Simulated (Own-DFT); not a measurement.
# Cleaving wurtzite AlN, m plane (10-10)

No measurement is shown. These are fixed-geometry runs of a retired plane-wave code named Own-DFT, which no person has reviewed; spin and spin-orbit coupling are neglected.

Keep in mind (not all hold for every row): some atoms lie very close together; forces not confirmed at this smearing and k mesh; k mesh not checked against a denser one.

Both sets of runs: PBE; PseudoDojo norm-conserving scalar-relativistic files; cutoff 42 hartree; Gaussian smearing of 0.01 eV. The slab has 128 atoms in 16 layers, two equal faces of 62.02 Å² as cut, 15 Å of vacuum, a dipole correction along the normal and a 6 x 3 x 1 mesh. The bulk cell has 72 atoms, the same measured lattice constants and a 4 x 4 x 3 mesh. All atoms were moved at random; u is the rms move along one axis. Energies are counted from -174.06 eV for each atom.

```
slab run,u (Å),E (eV, cell)
1,0.0192,20.198
2,0.0196,20.822
3,0.0197,20.315
4,0.0199,20.178
5,0.0202,20.820
6,0.0204,20.492
7,0.0206,21.044
8,0.0495,28.941
9,0.0523,28.810
10,0.0966,57.215
11,0.0982,56.487
12,0.1004,61.605
```

```
bulk run,u (Å),E (meV/atom)
1,0.0193,-2.20
2,0.0202,-1.29
3,0.0204,-0.49
4,0.0208,-1.33
5,0.0940,317.50
6,0.0957,306.02
7,0.0997,300.51
8,0.0998,417.56
9,0.1011,315.25
10,0.1024,354.01
```

The question: what is the energy of the unrelaxed surface?

## Solution

Take each set to u = 0 with E = a + b u². Residuals are scaled by 1/(u² + 0.0006 Å²) to tame the large moves. Slab: a = 18.95 ± 0.12 eV. Bulk: a = -16.0 ± 1.8 meV/atom. The excess is 18.95 - 128 x (-0.0160) = 20.99 ± 0.26 eV. Over two faces that is 169 meV/Å², or 2.71 ± 0.03 J/m². Relaxing the faces would lower the energy, and the unlike meshes and the reach from the smallest u down to zero add errors that aren't counted here.
